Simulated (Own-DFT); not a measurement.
# Strain and stress in 2H SiC, 72 atoms (C36Si36)

These are calculations, not measurements. The program, named Own-DFT, is a retired in-house plane-wave density functional code that no person has reviewed. Each row is one single-point run on a periodic cell that was not relaxed, without spin or spin-orbit coupling.

Settings of every run: PBE; PseudoDojo norm-conserving scalar-relativistic files; cutoff 42 hartree; 4 x 4 x 3 k mesh centred on Gamma; Fermi-Dirac smearing of 0.1 eV.

Known limits: forces on such cells passed a denser k mesh, each cell not checked; stress not checked against mesh or cutoff.

Unstrained cell vectors in Å: (9.248, 0.000, 0.000); (-4.624, 8.009, 0.000); (0.000, 0.000, 10.068). The unstrained cell has measured lattice constants (interpolated for alloys), not those of this functional. That, the random moves and any unrelaxed bonds set the pressure at no strain. Each run strains this cell uniformly, with the atoms carried along. Every atom was also moved at random, by a Gaussian of width 0.05 Å on each axis. Strain is the symmetric tensor, in per cent. Stress is positive in tension, and the pressure is minus a third of its trace.

| run | e_xx (%) | e_yy (%) | e_zz (%) | e_yz (%) | e_xz (%) | e_xy (%) | s_xx (GPa) | s_yy (GPa) | s_zz (GPa) | s_yz (GPa) | s_xz (GPa) | s_xy (GPa) | P (GPa) | E (meV/atom) |
|---|---|---|---|---|---|---|---|---|---|---|---|---|---|---|
| 1 | 1.08 | 0.88 | -1.51 | 1.53 | 0.66 | 0.94 | 2.15 | -1.85 | -14.02 | 5.83 | 2.06 | 4.17 | 4.58 | 24.5 |
| 2 | 0.09 | -1.25 | -1.90 | -0.60 | 0.28 | -1.47 | -6.94 | -11.75 | -22.26 | -1.88 | 1.34 | -7.80 | 13.65 | 59.7 |
| 3 | 0.19 | -0.73 | -0.19 | 0.10 | -0.32 | -1.65 | -4.05 | -11.68 | -9.03 | 1.23 | -0.08 | -8.77 | 8.25 | 49.4 |
| 4 | -0.11 | -0.24 | 0.27 | -1.41 | 0.97 | -0.60 | -4.39 | -5.92 | -6.43 | -4.31 | 3.20 | -2.83 | 5.58 | 16.7 |
| 5 | -1.90 | 1.90 | 1.58 | 0.95 | -1.55 | -0.51 | -13.14 | 3.83 | 1.93 | 3.19 | -5.78 | -3.33 | 2.46 | 23.7 |
| 6 | 1.47 | 0.94 | -1.80 | 0.30 | 0.40 | 1.18 | 3.65 | -0.11 | -18.28 | 0.13 | 1.21 | 5.58 | 4.91 | 36.0 |
| 7 | -0.74 | -0.61 | -0.48 | 1.25 | -0.01 | 1.07 | -11.59 | -6.48 | -10.93 | 4.06 | -0.61 | 5.94 | 9.67 | 19.1 |
| 8 | 1.92 | 0.99 | 0.69 | -0.16 | -0.62 | -0.26 | 6.03 | 3.25 | -1.48 | -0.21 | -1.65 | -0.35 | -2.60 | 0.0 |
| 9 | 0.71 | 0.65 | -1.35 | -0.70 | -1.67 | -1.09 | -1.52 | -0.48 | -15.16 | -1.47 | -5.81 | -5.64 | 5.72 | 29.3 |
| 10 | -0.29 | 1.92 | -1.74 | -0.88 | -0.36 | -1.59 | -4.86 | 5.57 | -18.58 | -1.38 | -1.76 | -6.71 | 5.95 | 28.9 |
| 11 | -1.12 | 1.76 | 1.64 | 1.85 | 1.01 | -1.44 | -9.63 | 5.69 | 1.51 | 5.74 | 3.86 | -6.66 | 0.81 | 26.3 |
| 12 | 1.97 | -0.86 | -1.07 | 0.77 | -0.41 | -0.77 | 4.99 | -8.68 | -14.17 | 2.70 | -0.94 | -3.49 | 5.96 | 28.0 |
| 13 | 1.89 | 1.10 | 1.18 | 0.35 | -1.28 | 1.13 | 6.61 | 4.15 | -0.61 | 0.62 | -3.74 | 5.23 | -3.38 | 7.6 |
| 14 | -1.46 | 1.80 | -1.47 | 0.05 | -0.34 | -1.30 | -12.19 | 4.01 | -17.88 | 1.06 | 0.34 | -7.19 | 8.69 | 35.6 |
| 15 | 0.37 | -0.03 | 1.78 | 0.35 | 1.53 | -0.22 | -1.71 | -2.16 | 1.94 | 1.57 | 5.76 | -1.05 | 0.64 | 6.7 |
| 16 | 0.83 | -0.97 | -1.46 | -1.84 | 0.80 | 0.75 | -1.33 | -8.71 | -17.60 | -6.25 | 2.34 | 2.61 | 9.22 | 28.5 |
| 17 | -1.11 | -0.77 | -0.05 | -0.24 | -1.64 | 0.03 | ? | ? | ? | ? | ? | ? | ? | ? |

E is the free energy for each atom above the lowest run shown.

## Worked fit

Each stress component was fitted by least squares to a constant and the strains of the runs shown, as fractions, with shears doubled. Shear strains stay in the fit of a normal stress only where such slopes are resolved. The slopes, in GPa:

```
stress,at no strain,per e_xx,per e_yy,per e_zz,scatter
s_xx,-5.0,562 ± 19,94 ± 21,33 ± 17,0.86
s_yy,-4.4,66 ± 35,536 ± 38,58 ± 30,1.54
s_zz,-8.3,65 ± 26,61 ± 28,609 ± 22,1.14
```

Each shear stress against twice its own strain: yz 162 ± 9, xz 173 ± 10, xy 237 ± 11 GPa. These are stiffnesses along x, y and z of the frame in which the cell vectors are given, which need not be the crystal's axes. The atoms are held to the strained lattice; where symmetry lets them move under strain, relaxing them would lower some slopes. The table should be nearly symmetric about its diagonal, and what it lacks of that shows the noise. A ninth of its sum, 231 ± 5 GPa, estimates the bulk modulus near the mean pressure of these runs, 5.0 GPa, so it lies above the value at zero pressure.

## Withheld run

Question: what normal stresses and pressure should run 17 give?

The fit gives s_xx = -12.0, s_yy = -9.3, s_zz = -9.8 and P = 10.3 GPa. The calculation gave -11.51, -9.47, -7.37 and P = 9.45 GPa.
